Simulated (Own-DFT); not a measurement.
# Computed records: Hf16O31 (monoclinic hafnia with two neutral oxygen vacancies, atoms displaced), Hf32O63 (monoclinic hafnia with one neutral oxygen vacancy, atoms displaced)

Computed with Own-DFT development build. A calculation, not a measurement: plane-wave PBE and HSE06 DFT by an unreviewed code, no spin, of a simulated cell at Gamma alone, so results move with cell size and shape, stress positive in tension, energies less offsets, not probed for a lower state with spin; hafnium file: forces about 75 meV/angstrom off all-electron values; oxygen file: force components 24 meV/angstrom off all-electron in a glass; k mesh not checked against a denser one; forces and stress are PBE's, HSE06 gives the energy alone, and its difference from PBE has offsets of its own; offsets are fitted by least squares, one for each functional and potential file, so energies compare only between cells with the same atoms and settings and are not formation energies; the far tail of each file's local potential was reset to the Coulomb form; each entry is a single point on an unrelaxed cell, so the pressure reflects the starting lattice, mostly measured values, from which strain is counted, and rises with the displacements; printed positions are rounded, which can move forces by about a meV/angstrom; the program is a retired in-house code; no spin-orbit coupling.

Settings shared by all entries: first functional PBE; second functional HSE06; exact exchange share 0.25; screening 0.11 1/bohr; exchange divergence Gygi-Baldereschi; potential files PseudoDojo norm-conserving, scalar-relativistic, made for PBE, standard set; wave cutoff 48 hartree; occupations fixed; k mesh 1 x 1 x 1 centred on Gamma.

```yaml
- entry: 1
  formula: Hf16O31
  kind: "monoclinic hafnia with two neutral oxygen vacancies, atoms displaced"
  structure:
    cell_angstrom: [[10.234, 0.0, 0.0], [0.0, 10.35, 0.0], [-1.6955, 0.0, 10.4453]]
    atoms_fractional:
      - [Hf, 0.13868, 0.01886, 0.1052]
      - [Hf, 0.35657, 0.26449, 0.15113]
      - [Hf, 0.35666, 0.47694, 0.3997]
      - [Hf, 0.13413, 0.22751, 0.35254]
      - [O, 0.03379, 0.16984, 0.17294]
      - [O, 0.45773, 0.41457, 0.07355]
      - [O, 0.464, 0.32899, 0.32557]
      - [O, 0.03641, 0.08439, 0.42293]
      - [O, 0.22441, 0.37719, 0.24206]
      - [O, 0.27258, 0.12832, 0.0071]
      - [O, 0.26985, 0.12318, 0.25908]
      - [O, 0.22776, 0.37998, 0.48902]
      - [Hf, 0.13562, 0.01745, 0.60454]
      - [Hf, 0.35765, 0.26992, 0.64739]
      - [Hf, 0.36248, 0.47703, 0.89728]
      - [Hf, 0.13097, 0.23193, 0.85017]
      - [O, 0.03525, 0.15986, 0.67352]
      - [O, 0.46432, 0.41373, 0.5735]
      - [O, 0.46471, 0.33263, 0.82181]
      - [O, 0.03942, 0.08237, 0.92251]
      - [O, 0.22236, 0.37901, 0.73941]
      - [O, 0.27709, 0.13021, 0.51033]
      - [O, 0.27436, 0.11484, 0.76231]
      - [O, 0.22937, 0.36841, 0.99084]
      - [Hf, 0.14035, 0.51824, 0.10267]
      - [Hf, 0.3629, 0.76777, 0.14675]
      - [Hf, 0.36127, 0.98232, 0.39401]
      - [Hf, 0.13567, 0.73366, 0.35626]
      - [O, 0.03775, 0.66323, 0.17743]
      - [O, 0.46399, 0.91784, 0.07865]
      - [O, 0.46655, 0.83232, 0.32309]
      - [O, 0.0402, 0.58578, 0.42312]
      - [O, 0.21943, 0.8834, 0.23831]
      - [O, 0.27174, 0.62729, 0.00684]
      - [O, 0.27777, 0.61774, 0.2625]
      - [O, 0.22336, 0.86694, 0.48919]
      - [Hf, 0.14151, 0.52177, 0.60598]
      - [Hf, 0.36742, 0.76863, 0.64107]
      - [Hf, 0.36579, 0.97889, 0.89299]
      - [Hf, 0.1416, 0.7297, 0.8547]
      - [O, 0.03746, 0.66386, 0.67416]
      - [O, 0.4644, 0.91236, 0.58066]
      - [O, 0.46151, 0.83238, 0.82562]
      - [O, 0.0332, 0.58441, 0.92492]
      - [O, 0.2278, 0.87805, 0.74119]
      - [O, 0.28105, 0.62822, 0.50418]
      - [O, 0.2724, 0.61976, 0.75876]
      - [O, 0.2266, 0.8709, 0.99178]
      - [Hf, 0.63761, 0.01577, 0.10316]
      - [Hf, 0.8604, 0.26819, 0.14477]
      - [Hf, 0.86505, 0.48058, 0.39902]
      - [Hf, 0.63746, 0.23163, 0.35104]
      - [O, 0.53264, 0.16344, 0.1724]
      - [O, 0.96496, 0.41478, 0.07396]
      - [O, 0.96981, 0.33072, 0.32878]
      - [O, 0.54008, 0.08442, 0.42261]
      - [O, 0.72721, 0.38169, 0.24033]
      - [O, 0.77232, 0.12865, 0.0123]
      - [O, 0.77436, 0.11609, 0.26376]
      - [O, 0.72495, 0.37291, 0.49048]
      - [Hf, 0.64023, 0.01937, 0.60901]
      - [Hf, 0.8655, 0.27238, 0.64341]
      - [Hf, 0.86246, 0.47923, 0.8961]
      - [Hf, 0.64071, 0.22746, 0.85422]
      - [O, 0.53849, 0.1666, 0.67465]
      - [O, 0.96339, 0.41475, 0.57388]
      - [O, 0.96129, 0.33619, 0.8206]
      - [O, 0.5314, 0.08494, 0.92771]
      - [O, 0.73234, 0.38328, 0.73798]
      - [O, 0.77424, 0.13187, 0.50795]
      - [O, 0.77556, 0.11567, 0.76537]
      - [O, 0.7214, 0.37347, 0.99226]
      - [Hf, 0.64111, 0.52127, 0.098]
      - [Hf, 0.85855, 0.7709, 0.14893]
      - [Hf, 0.86316, 0.98021, 0.39158]
      - [Hf, 0.63857, 0.73043, 0.35318]
      - [O, 0.96134, 0.91466, 0.0751]
      - [O, 0.96261, 0.8338, 0.32805]
      - [O, 0.53428, 0.57831, 0.42474]
      - [O, 0.7224, 0.88053, 0.23929]
      - [O, 0.77969, 0.62958, 0.01405]
      - [O, 0.72828, 0.86838, 0.49061]
      - [Hf, 0.63999, 0.52023, 0.60366]
      - [Hf, 0.86118, 0.77281, 0.64498]
      - [Hf, 0.85958, 0.97965, 0.89751]
      - [Hf, 0.63904, 0.72899, 0.85234]
      - [O, 0.53592, 0.6588, 0.67269]
      - [O, 0.96387, 0.91688, 0.57542]
      - [O, 0.96086, 0.83474, 0.82867]
      - [O, 0.53828, 0.587, 0.92099]
      - [O, 0.7258, 0.876, 0.73569]
      - [O, 0.77496, 0.63235, 0.5117]
      - [O, 0.77536, 0.6201, 0.76162]
      - [O, 0.72303, 0.87336, 0.98802]
  results:
    "PBE_energy_of_cell_above_offsets [eV]": "-91.564"
    "HSE06_less_PBE_above_offsets [eV]": "0.407"
    "PBE_pressure [GPa]": 3.87
    "PBE_stress_xx [GPa]": -3.67
    "PBE_stress_yy [GPa]": -3.74
    "PBE_stress_zz [GPa]": -4.19
    "PBE_stress_yz [GPa]": 0.16
    "PBE_stress_xz [GPa]": -0.28
    "PBE_stress_xy [GPa]": 0.4
    force_element: [Hf, Hf, Hf, Hf, O, O, O, O, O, O, O, O, Hf, Hf, Hf, Hf, O, O, O, O, O, O, O, O, Hf, Hf, Hf, Hf, O, O, O, O, O, O, O, O, Hf, Hf, Hf, Hf, O, O, O, O, O, O, O, O, Hf, Hf, Hf, Hf, O, O, O, O, O, O, O, O, Hf, Hf, Hf, Hf, O, O, O, O, O, O, O, O, Hf, Hf, Hf, Hf, O, O, O, O, O, O, Hf, Hf, Hf, Hf, O, O, O, O, O, O, O, O]
    "force_x [eV/angstrom]": [-0.149, 1.108, 1.801, 0.655, 0.069, 1.407, -0.141, -0.292, -0.394, 0.076, 0.515, -1.471, 0.785, 1.153, 0.238, 1.203, -0.541, 0.134, 0.201, -1.133, -0.114, -0.069, 0.021, -1.08, -0.43, -0.185, 0.708, 0.785, -0.742, -0.078, -0.503, -0.915, 0.686, 0.686, 0.016, 0.301, -0.093, -1.105, -1.317, -0.768, -0.675, 0.821, 1.192, 0.188, -0.459, -0.486, 0.651, -0.172, -0.756, 0.226, -0.297, -0.278, 0.287, -0.141, -1.246, -1.186, 0.324, 0.363, 0.296, 0.212, -0.002, -1.055, 0.057, -0.952, -0.305, 0.943, 0.802, 0.952, -0.791, 0.287, 0.053, 0.371, -1.482, 0.537, -0.856, -0.5, 0.317, 0.082, 0.776, 0.321, -0.076, -0.237, -0.289, 0.643, 1.169, -0.107, -0.527, 0.293, 0.698, -0.661, -0.694, 0.481, 0.151, -0.29]
    "force_y [eV/angstrom]": [0.415, 0.678, 0.383, 0.828, -0.711, 0.814, 0.27, -0.552, 0.031, -0.049, -0.729, -1.675, -0.33, 0.235, -0.213, -1.029, 0.808, -0.528, 0.264, -0.095, -0.311, -0.307, 1.075, 0.119, 0.271, 0.17, -0.283, -1.256, 0.384, -0.721, 0.212, -0.453, -0.627, 0.209, 0.829, 0.941, 0.444, -0.558, 0.057, 0.256, 0.437, 1.132, -0.631, 0.087, -0.328, 0.418, -0.122, -0.216, 0.843, 0.676, -0.155, -0.101, -0.017, -0.473, 0.886, -0.932, 0.444, 0.243, 0.861, -0.078, 0.516, -0.381, 0.495, 0.275, -0.182, 0.396, -0.334, 0.595, -0.923, -0.288, 0.71, -0.508, -0.231, -0.646, 0.082, -1.296, 0.255, -0.099, 1.08, -0.608, -0.068, 0.754, -0.525, -0.494, -0.548, 0.19, 0.92, -0.048, -0.354, -0.63, 0.142, -0.586, 0.382, -0.287]
    "force_z [eV/angstrom]": [-1.234, -1.184, -1.366, 0.448, -0.386, 0.581, 0.299, 0.008, -0.334, 0.717, 0.328, 0.632, 0.286, -0.322, -0.123, 1.196, -0.129, 0.934, 0.552, -0.092, -0.027, -0.075, -0.679, -0.454, 0.61, -0.115, 0.347, -0.817, -0.386, 0.151, 0.111, 0.304, 0.649, 0.387, -0.801, 0.112, -0.423, 0.723, 0.734, -0.159, -0.136, -0.85, -0.039, -0.297, -0.61, 1.113, 0.123, -0.197, 0.499, 0.43, -0.699, 0.454, 0.03, 0.292, -0.087, 0.199, -0.112, -0.126, -0.926, -0.355, -1.36, -0.621, 0.036, -0.037, -0.063, 0.359, 0.57, -0.774, 0.351, 0.787, -0.525, -0.723, 1.01, -0.471, 1.151, 0.468, 0.658, -0.151, -0.796, 0.255, 0.094, -0.292, -0.634, 0.216, -0.01, 0.155, 0.367, 0.194, -0.159, 0.387, 0.406, -0.553, 0.118, -0.129]
- entry: 2
  formula: Hf32O63
  kind: "monoclinic hafnia with one neutral oxygen vacancy, atoms displaced"
  structure:
    cell_angstrom: [[10.234, 0.0, 0.0], [0.0, 10.35, 0.0], [-1.6955, 0.0, 10.4453]]
    atoms_fractional:
      - [Hf, 0.14291, 0.02269, 0.0978]
      - [Hf, 0.36798, 0.26411, 0.15002]
      - [Hf, 0.35378, 0.46698, 0.3872]
      - [Hf, 0.1338, 0.22847, 0.35268]
      - [O, 0.02838, 0.17097, 0.18183]
      - [O, 0.46841, 0.40046, 0.07633]
      - [O, 0.45953, 0.33969, 0.32873]
      - [O, 0.03817, 0.09263, 0.43557]
      - [O, 0.22331, 0.38386, 0.23393]
      - [O, 0.28674, 0.12414, 0.01549]
      - [O, 0.26998, 0.11411, 0.25936]
      - [O, 0.22159, 0.3732, 0.4828]
      - [Hf, 0.14209, 0.02672, 0.59993]
      - [Hf, 0.36559, 0.25793, 0.63994]
      - [Hf, 0.37135, 0.47594, 0.90181]
      - [Hf, 0.1333, 0.2365, 0.84849]
      - [O, 0.03796, 0.16135, 0.68043]
      - [O, 0.46428, 0.40013, 0.57858]
      - [O, 0.46756, 0.32922, 0.82152]
      - [O, 0.03885, 0.08243, 0.9161]
      - [O, 0.227, 0.38483, 0.75174]
      - [O, 0.2864, 0.12826, 0.50741]
      - [O, 0.26921, 0.12592, 0.76042]
      - [O, 0.21898, 0.37724, 0.98935]
      - [Hf, 0.13379, 0.51584, 0.12635]
      - [Hf, 0.35205, 0.7769, 0.15135]
      - [Hf, 0.36146, 0.96841, 0.39248]
      - [Hf, 0.13497, 0.74041, 0.35673]
      - [O, 0.04531, 0.66731, 0.18573]
      - [O, 0.48026, 0.91801, 0.07422]
      - [O, 0.4598, 0.84665, 0.33494]
      - [O, 0.04027, 0.57404, 0.41702]
      - [O, 0.21816, 0.87777, 0.233]
      - [O, 0.26751, 0.62972, 0.0055]
      - [O, 0.27856, 0.63789, 0.25685]
      - [O, 0.21841, 0.86402, 0.48888]
      - [Hf, 0.13011, 0.52101, 0.59162]
      - [Hf, 0.35484, 0.77815, 0.64417]
      - [Hf, 0.36134, 0.98171, 0.90027]
      - [Hf, 0.14808, 0.73276, 0.85484]
      - [O, 0.04433, 0.66035, 0.67952]
      - [O, 0.46529, 0.91208, 0.5788]
      - [O, 0.4818, 0.81832, 0.84516]
      - [O, 0.03112, 0.58466, 0.93021]
      - [O, 0.23693, 0.87893, 0.74712]
      - [O, 0.26263, 0.62127, 0.75472]
      - [O, 0.22177, 0.88499, 0.99702]
      - [Hf, 0.63653, 0.00666, 0.11405]
      - [Hf, 0.85594, 0.27275, 0.14511]
      - [Hf, 0.87874, 0.48195, 0.39109]
      - [Hf, 0.64162, 0.22169, 0.35019]
      - [O, 0.54128, 0.16794, 0.18285]
      - [O, 0.96332, 0.42044, 0.06681]
      - [O, 0.975, 0.31752, 0.32655]
      - [O, 0.53609, 0.08661, 0.42715]
      - [O, 0.73449, 0.36936, 0.25638]
      - [O, 0.78411, 0.12607, 0.01502]
      - [O, 0.77089, 0.13039, 0.26653]
      - [O, 0.7326, 0.37564, 0.49163]
      - [Hf, 0.63982, 0.02266, 0.5857]
      - [Hf, 0.85771, 0.27222, 0.64827]
      - [Hf, 0.85533, 0.46963, 0.89876]
      - [Hf, 0.63089, 0.23956, 0.84753]
      - [O, 0.53301, 0.16875, 0.67619]
      - [O, 0.97324, 0.42017, 0.57413]
      - [O, 0.95034, 0.32832, 0.83403]
      - [O, 0.53802, 0.0853, 0.91272]
      - [O, 0.72493, 0.38503, 0.74057]
      - [O, 0.7755, 0.13798, 0.49977]
      - [O, 0.77563, 0.10903, 0.75499]
      - [O, 0.72348, 0.38012, 0.98518]
      - [Hf, 0.64853, 0.52317, 0.11723]
      - [Hf, 0.86906, 0.76569, 0.13825]
      - [Hf, 0.86468, 0.98301, 0.38738]
      - [Hf, 0.64104, 0.73317, 0.35432]
      - [O, 0.53884, 0.65466, 0.177]
      - [O, 0.95089, 0.91949, 0.06914]
      - [O, 0.96573, 0.8383, 0.33219]
      - [O, 0.53529, 0.5804, 0.42348]
      - [O, 0.7227, 0.8885, 0.23396]
      - [O, 0.77264, 0.60775, 0.99579]
      - [O, 0.77976, 0.64386, 0.26961]
      - [O, 0.74189, 0.85981, 0.49123]
      - [Hf, 0.64445, 0.51493, 0.61212]
      - [Hf, 0.86625, 0.76862, 0.64597]
      - [Hf, 0.86042, 0.97983, 0.90249]
      - [Hf, 0.63333, 0.72623, 0.85128]
      - [O, 0.54641, 0.66511, 0.67628]
      - [O, 0.95987, 0.90957, 0.59039]
      - [O, 0.96727, 0.8276, 0.82574]
      - [O, 0.53598, 0.57868, 0.92019]
      - [O, 0.71217, 0.87242, 0.72755]
      - [O, 0.78478, 0.62979, 0.50725]
      - [O, 0.77322, 0.63687, 0.76335]
      - [O, 0.71429, 0.87054, 0.99644]
  results:
    "PBE_stress_zz [GPa]": null
```

Q: Hf32O63 (monoclinic hafnia with one neutral oxygen vacancy, atoms displaced) (entry 2): PBE stress zz?
A: -8.26 GPa

Further results for Hf32O63 (monoclinic hafnia with one neutral oxygen vacancy, atoms displaced) (entry 2):

| Item | Value |
| --- | --- |
| PBE energy of cell above offsets | -80.767 eV |
| HSE06 less PBE above offsets | 0.544 eV |
| PBE pressure | 9.06 GPa |
| PBE stress xx | -10.28 GPa |
| PBE stress yy | -8.62 GPa |
| PBE stress yz | -0.67 GPa |
| PBE stress xz | -0.64 GPa |
| PBE stress xy | 2.57 GPa |

Force:
```csv
element,x (eV/Å),y (eV/Å),z (eV/Å)
Hf,-2.119,1.65,0.254
Hf,-0.693,0.882,-1.024
Hf,1.549,3.587,2.698
Hf,2.934,-1.248,0.447
O,1.006,-1.773,-1.899
O,1.174,1.042,0.27
O,1.636,-2.271,-0.911
O,-0.916,-1.144,-0.658
O,0.49,-2.113,1.824
O,-0.276,0.395,-0.129
O,0.449,0.19,-0.271
O,-0.149,-0.418,0.012
Hf,-1.382,-0.793,2.193
Hf,-1.284,2.417,1.451
Hf,-2.158,0.315,-1.064
Hf,0.647,1.105,1.179
O,-1.306,0.924,-1.588
O,0.871,1.761,-1.014
O,-1.248,1.243,0.587
O,-0.085,-0.286,1.309
O,-0.062,-0.857,-1.692
O,-1.063,-0.981,-0.192
O,0.853,-1.081,0.051
O,0.296,-1.113,0.93
Hf,0.598,1.855,-6.951
Hf,1.56,-2.119,-2.218
Hf,-2.909,5.037,2.449
Hf,0.963,-2.372,0.504
O,-2.642,0.909,-1.104
O,-4.608,-2.431,0.524
O,3.878,-4.147,-2.758
O,1.472,2.108,-1.651
O,-0.501,0.439,1.033
O,1.201,1.046,1.73
O,0.188,-1.538,1.607
O,0.831,1.879,0.796
Hf,3.6,1.02,4.487
Hf,1.805,-3.18,1.422
Hf,2.67,0.562,-1.14
Hf,-2.794,-2.57,0.137
O,-1.547,0.71,-1.274
O,-0.082,0.722,-0.804
O,-6.181,3.837,-1.16
O,0.251,0.487,0.096
O,-0.344,1.09,-0.423
O,2.747,0.09,-0.028
O,1.006,-1.596,-0.399
Hf,2.248,4.86,-3.868
Hf,1.111,-1.199,-1.157
Hf,-3.838,-1.428,1.695
Hf,-0.981,3.333,2.616
O,-0.908,-0.922,-1.346
O,-0.711,-1.874,3.435
O,-3.503,3.943,0.325
O,-1.439,-0.471,-1.602
O,0.034,2.677,-2.16
O,-0.509,0.755,0.321
O,2.219,-1.972,-0.962
O,-0.099,-0.426,0.464
Hf,0.531,-1.584,5.02
Hf,0.731,-0.67,-0.3
Hf,2.489,4.665,-2.004
Hf,1.094,-2.952,1.308
O,1.822,-1.774,-1.394
O,-2.367,-2.149,-0.124
O,1.951,-1.977,-1.546
O,-0.824,-0.385,0.823
O,-0.15,-1.381,-0.071
O,0.427,-1.179,1.062
O,-0.035,1.938,-0.852
O,-1.662,-2.415,1.776
Hf,-1.169,-0.903,-2.493
Hf,-0.846,0.021,-0.576
Hf,-0.332,0.104,2.362
Hf,-1.031,-2.227,2.111
O,-1.395,1.836,0.159
O,2.278,-0.498,2.719
O,-0.272,-0.047,-1.029
O,0.074,0.751,-0.222
O,1.336,-2.514,3.112
O,-0.552,3.522,4.351
O,1.36,-2.119,-1.599
O,-1.641,2.328,-2.27
Hf,-1.175,2.596,-2.529
Hf,-1.457,-1.848,2.142
Hf,-0.726,-0.352,-3.515
Hf,3.694,-0.789,0.535
O,-2.588,-0.281,-1.734
O,3.556,3.707,-2.168
O,-0.298,1.217,1.145
O,-0.319,-0.874,1.41
O,0.66,1.021,0.43
O,-0.27,-1.148,-0.25
O,1.739,-3.229,-0.844
O,1.421,-0.957,-0.356
```
